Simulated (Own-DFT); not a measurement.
# How strain changes the stress of wurtzite GaN, 96 atoms (Ga48N48)

All numbers below are calculated, not measured. The program, named Own-DFT, is a retired in-house plane-wave density functional code that no person has reviewed. Each row is one single-point run on a periodic cell that was not relaxed, without spin or spin-orbit coupling.

Settings of every run: PBE; PseudoDojo norm-conserving scalar-relativistic files (stringent for Ga); cutoff 96 hartree; 3 x 4 x 3 k mesh centred on Gamma; Gaussian smearing of 0.01 eV.

Known limits: forces on such cells passed a denser k mesh, each cell not checked; stress not checked against mesh or cutoff.

Unstrained cell vectors in Å: (12.756, 0.000, 0.000); (-4.784, 8.285, 0.000); (0.000, 0.000, 10.370). The unstrained cell has measured lattice constants (interpolated for alloys), not those of this functional. That, the random moves and any unrelaxed bonds set the pressure at no strain. Each run strains this cell uniformly, with the atoms carried along. Every atom was also moved at random, by a Gaussian of width 0.05 Å on each axis. Strain is the symmetric tensor, in per cent. Stress is positive in tension, and the pressure is minus a third of its trace.

| run | e_xx (%) | e_yy (%) | e_zz (%) | e_yz (%) | e_xz (%) | e_xy (%) | s_xx (GPa) | s_yy (GPa) | s_zz (GPa) | s_yz (GPa) | s_xz (GPa) | s_xy (GPa) | P (GPa) | E (meV/atom) |
|---|---|---|---|---|---|---|---|---|---|---|---|---|---|---|
| 1 | 1.62 | -1.46 | 1.57 | -0.76 | 0.34 | -1.33 | -1.17 | -11.22 | 0.01 | -1.28 | 0.57 | -2.61 | 4.13 | 19.3 |
| 2 | 1.74 | -1.27 | -0.80 | 1.50 | -1.28 | 1.56 | -1.23 | -10.16 | -12.72 | 3.22 | -2.75 | 4.35 | 8.03 | 25.1 |
| 3 | 1.78 | 0.09 | 0.37 | 1.62 | 1.03 | -1.23 | 1.45 | -5.37 | -5.93 | 2.56 | 2.12 | -4.14 | 3.28 | 19.4 |
| 4 | 1.73 | -0.22 | 1.76 | -1.39 | 1.57 | 0.07 | 0.69 | -5.85 | 0.69 | -2.40 | 3.21 | 0.55 | 1.49 | 19.2 |
| 5 | 1.06 | 1.82 | 0.61 | 1.36 | -1.42 | 1.78 | -1.48 | 2.60 | -3.64 | 2.71 | -3.41 | 5.05 | 0.84 | 8.9 |
| 6 | -0.21 | 2.00 | 0.02 | 0.84 | 1.64 | -0.99 | -6.15 | 1.27 | -5.66 | 2.04 | 3.44 | -3.40 | 3.52 | 0.0 |
| 7 | -0.08 | 0.93 | -0.41 | 1.19 | -0.82 | -1.14 | -6.14 | -3.63 | -9.19 | 2.64 | -1.53 | -2.00 | 6.32 | 19.6 |
| 8 | -0.65 | -1.83 | -1.28 | -1.13 | 0.28 | -1.85 | -12.79 | -17.76 | -16.59 | -2.23 | 1.06 | -6.21 | 15.71 | 54.0 |
| 9 | 0.91 | 0.61 | -1.43 | -0.47 | -0.64 | 1.83 | -5.99 | -2.76 | -13.76 | -0.79 | -1.24 | 6.08 | 7.50 | 28.6 |
| 10 | 1.74 | -1.72 | -0.13 | 0.03 | 0.11 | 0.76 | -2.94 | -10.85 | -9.60 | -0.44 | 0.04 | 2.57 | 7.80 | 27.2 |
| 11 | 1.95 | -0.55 | -0.29 | 1.46 | 1.93 | 1.72 | -0.55 | -7.88 | -8.25 | 2.62 | 3.77 | 6.50 | 5.56 | 22.9 |
| 12 | 0.14 | 0.81 | 0.88 | 1.47 | -0.62 | -0.27 | -5.40 | -2.21 | -3.52 | 3.18 | -1.23 | 0.30 | 3.71 | 8.4 |
| 13 | 0.84 | -0.81 | -0.30 | 1.31 | -0.49 | 0.21 | -4.58 | -10.50 | -9.00 | 2.85 | -1.25 | 0.75 | 8.03 | 28.4 |
| 14 | 0.63 | -1.03 | -1.91 | -1.49 | -0.56 | 1.71 | -7.75 | -11.03 | -18.02 | -2.68 | -1.46 | 6.03 | 12.27 | 36.1 |
| 15 | -1.89 | -1.24 | -1.24 | 1.11 | -1.98 | 1.51 | -17.80 | -17.61 | -15.93 | 3.69 | -4.27 | 6.21 | 17.11 | 62.4 |
| 16 | -1.80 | -0.94 | 0.93 | -1.86 | 1.56 | -0.09 | -15.88 | -12.04 | -4.81 | -3.19 | 3.14 | -0.93 | 10.91 | 26.4 |
| 17 | -0.79 | 0.32 | 1.71 | -0.89 | -1.30 | 0.19 | ? | ? | ? | ? | ? | ? | ? | ? |

E is the free energy for each atom above the lowest run shown.

## Worked fit

Each stress component was fitted by least squares to a constant and the strains of the runs shown, as fractions, with shears doubled. Shear strains stay in the fit of a normal stress only where such slopes are resolved. The slopes, in GPa:

| stress | at no strain | per e_xx | per e_yy | per e_zz | scatter |
|---|---|---|---|---|---|
| s_xx | -7.6 | 419 ± 18 | 99 ± 18 | 82 ± 21 | 0.85 |
| s_yy | -7.3 | 143 ± 24 | 448 ± 24 | 40 ± 28 | 1.12 |
| s_zz | -8.0 | 42 ± 13 | 82 ± 13 | 489 ± 15 | 0.61 |

Each shear stress against twice its own strain: yz 98 ± 4, xz 104 ± 2, xy 155 ± 12 GPa. These are stiffnesses along x, y and z of the frame in which the cell vectors are given, which need not be the crystal's axes. The atoms are held to the strained lattice; where symmetry lets them move under strain, relaxing them would lower some slopes. The table should be nearly symmetric about its diagonal, and what it lacks of that shows the noise. A ninth of its sum, 205 ± 4 GPa, estimates the bulk modulus near the mean pressure of these runs, 7.3 GPa, so it lies above the value at zero pressure.

## Withheld run

Question: what normal stresses and pressure should run 17 give?

The fit gives s_xx = -9.2, s_yy = -6.3, s_zz = 0.3 and P = 5.1 GPa. The calculation gave -8.72, -5.36, -0.34 and P = 4.81 GPa.
